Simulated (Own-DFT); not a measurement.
Simulation results for Hf₃₂O₆₃ (monoclinic hafnia with one vacancy, atoms displaced)

A calculation, not a measurement: plane-wave density functional theory by an unreviewed code, no spin, of a simulated periodic cell, stress positive in tension, run twice, with PBE and with PBEsol, both on files made for PBE, so the change isn't that of files made for PBEsol, defect cell not probed for a lower state with spin; hafnium file: forces about 75 meV/angstrom off all-electron values; oxygen file: force components 24 meV/angstrom off all-electron in one glass; forces on such cells passed a denser k mesh, this cell's mesh not checked; the far tail of each file's local potential was reset to the Coulomb form; each entry is a single point on an unrelaxed cell, so the pressure reflects the starting lattice, mostly measured values (interpolated for alloys), from which strain is counted, and rises with the displacements; printed positions are rounded, which can move forces by about a meV/angstrom; the program, named Own-DFT, is a retired in-house code; no spin-orbit coupling; stress was not checked against mesh or cutoff. Program: Own-DFT development build.

Common to all runs: functional PBE, then PBEsol; potential files PseudoDojo norm-conserving, scalar-relativistic, standard set; wave cutoff 72 hartree; occupations Fermi-Dirac; smearing width 0.1 eV; k mesh 2 x 2 x 2 centred on Gamma.

(1) 
```xyz
95
Lattice="10.2340 0.0000 0.0000 0.0000 10.3500 0.0000 -1.6955 0.0000 10.4453" Properties=species:S:1:pos:R:3:PBE_force_x:R:1:PBE_force_y:R:1:PBE_force_z:R:1:PBEsol_force_x:R:1:PBEsol_force_y:R:1:PBEsol_force_z:R:1 formula=Hf32O63 PBE_pressure=3.93 PBE_stress_xx=-3.87 PBE_stress_yy=-3.7 PBE_stress_zz=-4.22 PBE_stress_yz=-0.08 PBE_stress_xz=0.11 PBE_stress_xy=0.06 PBEsol_pressure=-2.46 PBEsol_stress_xx=2.53 PBEsol_stress_yy=2.63 PBEsol_stress_zz=2.22 PBEsol_stress_yz=-0.1 PBEsol_stress_xz=0.42 PBEsol_stress_xy=0.12 rms_change_of_force_components_from_PBE_to_PBEsol=0.047
Hf     1.2380     0.1372     1.0958      0.648      2.476      0.249      0.639      2.472      0.225
Hf     3.4529     2.7537     1.4949     -1.109      0.248      0.708      -1.09      0.286      0.712
Hf     3.0524     4.8982     4.1450      -0.23      1.939     -0.505     -0.229      1.834     -0.453
Hf     0.8101     2.4235     3.6906      -0.21     -1.546     -0.137     -0.198     -1.561     -0.182
O      0.1085     1.7181     1.8059     -0.646      0.033      -0.37      -0.62      0.045     -0.302
O      4.5709     4.2686     0.8315      1.495      1.217     -0.279      1.447      1.188     -0.325
O      4.1390     3.4629     3.4090      1.495     -0.907      0.018      1.445     -0.892     -0.024
O     -0.3008     0.8372     4.3743     -0.363      0.052      0.411     -0.342      0.038      0.452
O      1.8559     3.9105     2.5131       0.05      0.512     -0.464      0.103      0.488     -0.447
O      2.8340     1.3048     0.1277     -0.044     -0.244     -0.237     -0.101     -0.236     -0.226
O      2.3705     1.2873     2.7283      0.399     -0.613       0.23      0.329     -0.589      0.224
O      1.4941     3.8723     5.0981     -0.632       -0.6      0.339     -0.549     -0.566      0.333
Hf     0.3977     0.1689     6.3530     -0.296      1.564     -0.956     -0.263      1.552     -0.977
Hf     2.6320     2.8236     6.7379     -0.222     -0.794     -0.141     -0.218      -0.73     -0.115
Hf     2.1774     4.9369     9.3386     -0.187      0.788      0.443     -0.196      0.719      0.447
Hf    -0.0175     2.3782     8.9391     -0.426      0.002     -0.162     -0.412     -0.035      -0.19
O     -0.7906     1.7796     7.0446      1.145     -1.293     -0.383      1.106     -1.232      -0.32
O      3.7549     4.3213     6.0061      0.945      0.129       0.57      0.898      0.129      0.496
O      3.2981     3.4649     8.6256      1.354     -0.669      0.088      1.301     -0.659       0.03
O     -1.1805     0.8708     9.6758     -0.694     -0.508     -0.628     -0.679     -0.523     -0.559
O      1.0335     3.9576     7.7270     -0.083     -0.674     -0.114     -0.014     -0.657     -0.111
O      1.9849     1.3213     5.3616     -0.169      0.252      0.066     -0.214      0.234      0.069
O      1.5618     1.2872     7.9351     -0.331     -0.481      0.351     -0.389     -0.461      0.345
O      0.6473     3.7980    10.3637     -0.605      0.405     -0.438     -0.518      0.392     -0.434
Hf     1.2439     5.3905     1.1054     -0.206     -0.429     -0.562     -0.191     -0.363     -0.561
Hf     3.4459     8.0005     1.5103      0.344     -1.093      0.569      0.334     -1.017      0.588
Hf     3.0044    10.1337     4.1461      0.684      0.864     -0.086      0.659      0.818     -0.047
Hf     0.7987     7.5718     3.6839       0.59     -0.819      0.974      0.579     -0.861      0.926
O      0.0707     6.8870     1.8001     -0.232      0.297      0.088     -0.223      0.311      0.137
O      4.5856     9.4741     0.7628      1.065      0.619      0.663      1.022      0.621      0.589
O      4.2047     8.6009     3.3870     -0.428      0.703      0.398     -0.428      0.667      0.325
O     -0.3454     6.0818     4.4150     -0.756     -0.631       -0.1     -0.719     -0.625     -0.052
O      1.8719     9.1225     2.5273      0.145     -0.483     -0.089      0.199     -0.477     -0.094
O      2.8070     6.5047     0.0744      0.095      0.052      0.788      0.021      0.056      0.759
O      2.3548     6.4684     2.7156      0.256      -0.43     -0.201      0.173     -0.407     -0.209
O      1.4164     9.0588     5.1432      0.453     -0.701     -0.327      0.498     -0.663     -0.312
Hf     0.4275     5.3340     6.2715      -0.72      1.523      0.606     -0.677      1.539      0.572
Hf     2.5980     8.0044     6.7553       0.31     -0.909     -0.427      0.292     -0.839     -0.379
Hf     2.2294    10.1332     9.3695     -0.869      0.677     -0.749     -0.834      0.618     -0.693
Hf    -0.0114     7.5507     8.9397     -0.458     -0.702     -0.986     -0.278     -0.855     -0.953
O     -0.7850     6.8590     7.0286     -0.377      0.812      0.215     -0.364      0.819      0.257
O      3.7868     9.5227     6.0077     -0.475     -0.883      0.436     -0.478     -0.838      0.372
O      3.3307     8.6426     8.6384      0.544     -0.375     -0.308      0.517     -0.376     -0.349
O     -1.1965     6.0973     9.6163     -0.642     -0.562      0.568     -0.589     -0.551      0.593
O      1.0428     9.0667     7.7000     -0.094      0.195      0.435     -0.017      0.177      0.408
O      1.9696     6.4762     5.3169      0.067      0.935       0.38     -0.008      0.899      0.379
O      1.5277     6.3935     7.9420      0.153      0.587     -0.215       0.08      0.578     -0.195
O      0.6437     9.0174    10.3292     -0.574     -0.183      0.053     -0.499     -0.183      0.061
Hf     6.3115     0.2488     1.0885      0.541     -0.287      0.075      0.542     -0.222      0.037
Hf     8.5449     2.7942     1.5582      1.366      -0.49     -0.663      1.327     -0.426     -0.611
Hf     8.1067     4.9374     4.1920      1.533      0.983     -0.849      1.483      0.909     -0.801
Hf     5.9633     2.4382     3.6918     -0.923     -1.444      0.602     -0.889     -1.466      0.561
O      5.1842     1.7892     1.8461      0.637     -0.938     -0.661      0.622     -0.898       -0.6
O      9.6768     4.3051     0.7913      1.033      0.548     -0.019      0.989      0.548     -0.065
O      9.3225     3.4676     3.3571       0.11      0.417      1.115      0.093      0.378      1.034
O      4.7484     0.9183     4.4540     -0.028        0.1     -0.779     -0.016      0.077       -0.7
O      7.0776     3.9421     2.5390     -1.263      0.403     -0.138     -1.168      0.373     -0.123
O      7.8937     1.3504     0.1230     -0.138     -0.258     -0.191     -0.206     -0.261     -0.188
O      7.5071     1.2845     2.7175     -0.357     -0.458      0.098     -0.415     -0.424      0.086
O      6.6173     3.8231     5.1383     -0.844      0.106      -0.21     -0.749      0.115     -0.217
Hf     5.4988     0.2425     6.2974      0.581      0.012     -0.303      0.567      0.074     -0.341
Hf     7.7686     2.7502     6.7025     -0.728       0.05      1.029     -0.702      0.093      1.032
Hf     7.2572     4.9334     9.3532      1.497      0.625     -0.048      1.441      0.558     -0.025
Hf     5.1191     2.4084     8.8973     -0.425     -0.561     -0.023     -0.395     -0.593     -0.048
O      4.3980     1.7595     6.9676     -0.889      0.859      0.703     -0.862      0.842      0.733
O      8.8463     4.2921     6.0260      1.155       0.64     -0.415      1.107      0.631     -0.463
O      8.4938     3.4776     8.5906      0.008      0.114      0.745     -0.005      0.087      0.681
O      3.9047     0.8739     9.5990      0.427      0.312      0.402      0.413       0.28       0.45
O      6.1839     3.9428     7.7506     -0.518     -0.072     -0.273     -0.449     -0.074     -0.252
O      7.1058     1.3101     5.3186     -0.094       0.37     -0.115     -0.159      0.365     -0.098
O      6.6289     1.2875     7.9260       0.43     -0.612      0.691      0.345     -0.583      0.666
O      5.7194     3.8616    10.3455     -0.638     -0.276     -0.114     -0.553     -0.256     -0.118
Hf     6.3509     5.3733     1.0807     -0.585      0.818     -0.118     -0.552      0.854     -0.154
Hf     8.6088     7.9454     1.5532      -1.19     -0.009     -0.789     -1.175      0.006     -0.737
Hf     8.1492    10.0525     4.1221       -0.3      2.808     -0.026     -0.304       2.69      0.007
Hf     5.9534     7.5278     3.6724     -0.729      0.553      0.741     -0.706      0.495      0.673
O      5.2369     6.9552     1.8454     -0.558     -0.824     -1.201      -0.53     -0.785      -1.11
O      9.8002     9.4723     0.7943     -1.171      -0.87     -0.148     -1.143     -0.806     -0.201
O      9.3087     8.6587     3.4435      0.969       -1.3     -0.955      0.936     -1.283     -0.975
O      4.7992     5.9971     4.4213     -0.001      0.123     -0.065      0.013      0.105     -0.007
O      6.9945     9.0798     2.5201      0.165      0.614     -0.704      0.226      0.584      -0.67
O      7.9025     6.5105     0.1094      0.157     -0.151      0.174      0.085     -0.162      0.172
O      7.5164     6.4914     2.7299      0.381     -0.982      0.019      0.305     -0.936      0.015
O      6.5743     9.0894     5.0841     -0.249     -1.114      0.295     -0.163     -1.076      0.288
Hf     5.5599     5.4010     6.3212     -0.991      0.206      0.051     -0.955      0.255      0.023
Hf     7.7337     8.0218     6.7370      0.703     -0.653      0.322      0.627     -0.654      0.186
Hf     7.3263    10.0770     9.4027     -0.031      0.735      -0.94     -0.126      0.813     -0.789
Hf     5.0884     7.5478     8.8860      0.078     -0.116      0.826      0.075     -0.173      0.787
O      4.3284     6.8675     7.0909     -0.208      0.001     -0.916     -0.184      0.024     -0.836
O      8.9025     9.4945     5.9712      0.024     -0.459      1.007      0.004     -0.448      0.923
O      3.8989     6.0857     9.6482     -0.316     -0.711      0.373      -0.29      -0.71      0.403
O      6.1774     9.1005     7.7293      0.446      0.159      0.157      0.506       0.15      0.154
O      7.0713     6.5054     5.3281       0.19      0.193      0.185      0.125      0.172      0.187
O      6.6780     6.4545     7.9419     -0.122     -0.175     -0.083     -0.195     -0.179      -0.09
O      5.6895     8.9918    10.3296      0.707      0.656      0.352      0.758      0.652      0.327
```

Units: PBE_pressure, PBE_stress_xx, PBE_stress_yy, PBE_stress_zz, PBE_stress_yz, PBE_stress_xz, PBE_stress_xy, PBEsol_pressure, PBEsol_stress_xx, PBEsol_stress_yy, PBEsol_stress_zz, PBEsol_stress_yz, PBEsol_stress_xz, PBEsol_stress_xy in GPa; rms_change_of_force_components_from_PBE_to_PBEsol, PBE_force_x, PBE_force_y, PBE_force_z, PBEsol_force_x, PBEsol_force_y, PBEsol_force_z in eV/Å.

(2) 
```xyz
95
Lattice="10.2340 0.0000 0.0000 0.0000 10.3500 0.0000 -1.6955 0.0000 10.4453" Properties=species:S:1:pos:R:3:PBE_force_x:R:1:PBE_force_y:R:1:PBE_force_z:R:1:PBEsol_force_x:R:1:PBEsol_force_y:R:1:PBEsol_force_z:R:1 formula=Hf32O63 PBE_pressure=3.73 PBE_stress_xx=-3.35 PBE_stress_yy=-3.77 PBE_stress_zz=-4.08 PBE_stress_yz=0.1 PBE_stress_xz=-0.1 PBE_stress_xy=-0.39 PBEsol_pressure=-2.65 PBEsol_stress_xx=3.03 PBEsol_stress_yy=2.58 PBEsol_stress_zz=2.34 PBEsol_stress_yz=0.13 PBEsol_stress_xz=0.24 PBEsol_stress_xy=-0.43 rms_change_of_force_components_from_PBE_to_PBEsol=0.044
Hf     1.1513     0.2017     1.0839      2.163      0.389      0.301      2.108      0.412      0.264
Hf     3.4051     2.7778     1.5544      0.532       0.21     -0.479      0.505      0.257     -0.438
Hf     3.0370     4.9570     4.1748     -0.109      0.064     -1.454     -0.102     -0.004     -1.397
Hf     0.8066     2.3661     3.6685      0.296      0.685      0.967      0.298      0.624       0.93
O      0.0810     1.7243     1.8200     -0.513     -0.175     -0.746     -0.497     -0.155     -0.681
O      4.5451     4.3035     0.7981      1.206      0.421      0.237      1.159       0.43      0.168
O      4.1534     3.4744     3.3727      0.999     -0.264      0.735      0.956      -0.27      0.675
O     -0.3259     0.9130     4.4328     -1.108     -1.101      -0.27     -1.059      -1.09     -0.211
O      1.8891     3.8912     2.5047      -0.42       0.21     -0.222      -0.35      0.201     -0.234
O      2.7967     1.4073     0.0947     -0.453     -1.118      0.129     -0.498       -1.1      0.107
O      2.3634     1.2627     2.7564      0.198     -0.532     -0.631      0.127     -0.503     -0.608
O      1.4638     3.7998     5.0883     -0.025      0.718      0.279      0.049      0.698       0.27
Hf     0.3578     0.1998     6.2809       0.69      0.756      0.714       0.66       0.79      0.658
Hf     2.6101     2.7924     6.6776      0.258     -0.408      1.476      0.248     -0.352      1.455
Hf     2.2148     4.9524     9.3902     -1.066     -0.499     -0.743     -1.043     -0.555     -0.698
Hf    -0.0646     2.3393     8.9125      0.582      1.596     -0.468      0.593      1.504     -0.476
O     -0.7646     1.7068     7.0063     -0.653      0.402      0.151     -0.628      0.401      0.198
O      3.7461     4.2976     5.9534      0.699      0.142      1.157      0.663      0.154      1.068
O      3.3153     3.4295     8.6600      0.399      0.084     -0.147      0.386      0.082     -0.178
O     -1.2070     0.8542     9.6017     -0.364     -0.472      0.544     -0.351     -0.479      0.585
O      1.0347     3.9469     7.7295      0.257     -0.159     -0.448      0.316     -0.154     -0.444
O      1.9749     1.3438     5.2800       0.04     -0.213      0.882     -0.017     -0.214      0.849
O      1.4939     1.2552     7.9493      0.205      0.066     -0.449      0.129      0.066     -0.416
O      0.5679     3.8242    10.2952      -0.06      0.343       0.45      0.007       0.33      0.451
Hf     1.2392     5.3503     1.1179     -0.029      0.256     -0.536      0.045      0.233     -0.394
Hf     3.4128     7.9824     1.5177      0.889      0.033       0.26       0.86      0.091      0.288
Hf     2.9529    10.1442     4.1946      2.074      0.286     -0.831      2.004      0.235     -0.791
Hf     0.8173     7.5733     3.7215     -0.108     -0.795     -0.709     -0.108     -0.822     -0.705
O      0.0533     6.8889     1.8162      0.062      0.033     -0.225       0.07      0.045     -0.162
O      4.5843     9.4887     0.8163       0.46      0.014      0.193      0.435      0.023      0.149
O      4.1674     8.6539     3.4342      0.312     -0.544     -0.291        0.3     -0.551     -0.328
O     -0.3829     6.0756     4.4018      0.388      0.253      0.079      0.387      0.236       0.12
O      1.8857     9.1023     2.4897     -0.504      -0.04      0.105     -0.432     -0.051      0.102
O      2.7955     6.4562     0.1436      -0.51      0.929     -0.438     -0.558      0.903     -0.408
O      2.3889     6.3887     2.7182     -0.174      0.628      0.229     -0.235      0.617      0.216
O      1.4225     9.0571     5.1029     -0.125     -0.455      0.237      -0.06     -0.433      0.218
Hf     0.4271     5.4256     6.3238     -0.751     -1.493     -0.044     -0.735     -1.418     -0.061
Hf     2.5913     7.9514     6.7461      0.807      0.766      0.961      0.798      0.804      0.974
Hf     2.1275    10.2272     9.3809      1.317       -1.2     -0.291      1.283     -1.208     -0.267
Hf    -0.0572     7.5762     8.9113      0.625      -0.79      0.622      0.722      -0.64      0.479
O     -0.7906     6.8818     6.9994      0.064      0.479       0.63      0.071      0.504      0.661
O      3.7890     9.4117     6.0252      0.108      0.629     -0.219       0.09      0.622     -0.258
O      3.3264     8.6647     8.6081      0.323     -0.229      0.607      0.307     -0.254      0.539
O      1.0387     9.0737     7.7676     -0.515      0.333     -0.762     -0.449      0.297     -0.722
O      1.9084     6.5435     5.3073       0.43      -0.13      0.223      0.347     -0.129      0.225
O      1.5270     6.4397     7.9518      0.004       0.07      0.073     -0.064      0.085      0.058
O      0.5566     9.0693    10.3224     -0.066     -0.626      0.168     -0.015     -0.611      0.155
Hf     6.3990     0.1939     1.1129     -1.696      0.562     -0.687     -1.656      0.597     -0.682
Hf     8.5952     2.7705     1.5068     -0.455      0.914      1.155     -0.454      0.922      1.147
Hf     8.1646     4.9919     4.1206     -0.005     -0.776      0.433     -0.005     -0.802      0.448
Hf     5.9259     2.3870     3.6981     -0.445     -0.374     -0.006      -0.43     -0.417     -0.033
O      5.1727     1.6820     1.8390      0.151      0.051     -0.325      0.163      0.065     -0.262
O      9.7496     4.2611     0.8049      0.154      0.613     -0.296      0.148      0.615     -0.334
O      9.3521     3.4529     3.4576     -0.681      0.255     -0.726     -0.664      0.232     -0.754
O      4.8328     0.8398     4.4266     -0.987     -0.299      0.026     -0.943     -0.294      0.077
O      6.9922     3.9149     2.5303      0.319      0.041     -0.832      0.373      0.039     -0.807
O      7.9445     1.3983     0.0955      0.046     -1.046      0.277     -0.013     -1.016      0.276
O      7.5491     1.2509     2.6951     -0.134     -0.151      0.233     -0.192     -0.147      0.221
O      6.5610     3.8586     5.0853       0.16     -0.031      0.464      0.213     -0.024      0.453
Hf     5.5544     0.1491     6.3351     -1.336      1.404      0.172     -1.294      1.421      0.132
Hf     7.7195     2.8057     6.7394      0.225      0.181     -0.294      0.212      0.214     -0.255
Hf     7.2763     4.9556     9.3845      0.695      0.245     -0.779      0.488      0.079      -0.76
Hf     5.0970     2.4339     9.0038     -1.112     -1.588     -2.261     -1.063     -1.595      -2.24
O      4.3517     1.7155     7.0509     -0.357     -0.066     -0.502     -0.342     -0.043     -0.449
O      8.9476     4.3085     5.9991     -0.507      -0.14      0.305     -0.505     -0.115      0.252
O      8.4354     3.4657     8.6096      0.318      0.056      0.407      0.282      0.037      0.353
O      3.9167     0.8364     9.6213      0.386       0.32      0.585      0.373      0.305      0.624
O      6.1349     3.8759     7.7220     -0.201      0.477     -0.149     -0.131      0.456      -0.13
O      7.0728     1.3214     5.3297      0.429      0.011      0.104       0.36     -0.003      0.106
O      6.6306     1.2871     7.9638      0.547     -0.737      0.236      0.476     -0.711       0.23
O      5.7193     3.8478    10.3214      0.168      0.643      0.875       0.24      0.635      0.826
Hf     6.3612     5.3890     1.0740     -0.442     -0.331      0.782     -0.424     -0.259      0.745
Hf     8.5896     7.9755     1.5258     -0.282     -1.015      0.285     -0.277     -0.954      0.304
Hf     8.1201    10.1203     4.1442      0.407       0.95     -0.002      0.388      0.884      0.023
Hf     5.9165     7.5767     3.7064     -0.569     -0.609     -0.106     -0.556     -0.645     -0.121
O      5.2369     6.8722     1.7995     -1.013      0.741     -0.075     -0.966      0.724     -0.025
O      9.7545     9.4744     0.7968     -0.492     -0.115      0.237     -0.479     -0.085      0.178
O      9.3146     8.6254     3.4528     -0.086      0.176     -0.332      -0.09      0.156     -0.372
O      4.7716     6.0745     4.4454     -0.627     -0.217     -0.265     -0.597     -0.229     -0.203
O      7.0063     9.1117     2.5219      0.147     -0.258     -0.068      0.206     -0.248     -0.065
O      7.9035     6.5172     0.0794      0.519     -0.061      0.719       0.43     -0.076      0.695
O      7.4994     6.4108     2.7105      0.225      0.537     -0.179      0.164      0.526     -0.173
O      6.5826     8.9836     5.1385      0.318      0.285     -0.079       0.37      0.293     -0.079
Hf     5.5043     5.3809     6.3049      0.098      0.313      0.202      0.113      0.366      0.159
Hf     7.7663     7.9744     6.7709     -1.146     -0.401     -0.722     -1.129     -0.339     -0.683
Hf     7.3225    10.1254     9.3937     -1.171      0.456     -1.613     -1.146      0.405     -1.554
Hf     5.0552     7.5293     8.9607      0.014       1.32      -1.54      0.012       1.23     -1.532
O      4.3632     6.9413     7.0309     -0.405     -0.553     -0.222     -0.387     -0.526      -0.16
O      8.8877     9.5526     6.0193      -0.57     -1.027      0.412     -0.556     -0.987      0.345
O      8.4507     8.5967     8.6282      0.545       0.01       0.59      0.544     -0.008       0.52
O      3.9759     6.0484     9.6035     -1.379     -1.255      0.574     -1.329     -1.228      0.616
O      6.2103     9.0744     7.7620     -0.076      0.243     -0.184     -0.004      0.236     -0.188
O      7.0374     6.5056     5.3375      0.597      0.151       0.07      0.515       0.14      0.071
O      6.6063     6.3841     7.9219      0.664      0.141      0.472      0.579      0.133      0.467
O      5.7382     9.0052    10.3335      0.204      0.402      0.617      0.267      0.394      0.605
```

Units: PBE_pressure, PBE_stress_xx, PBE_stress_yy, PBE_stress_zz, PBE_stress_yz, PBE_stress_xz, PBE_stress_xy, PBEsol_pressure, PBEsol_stress_xx, PBEsol_stress_yy, PBEsol_stress_zz, PBEsol_stress_yz, PBEsol_stress_xz, PBEsol_stress_xy in GPa; rms_change_of_force_components_from_PBE_to_PBEsol, PBE_force_x, PBE_force_y, PBE_force_z, PBEsol_force_x, PBEsol_force_y, PBEsol_force_z in eV/Å.
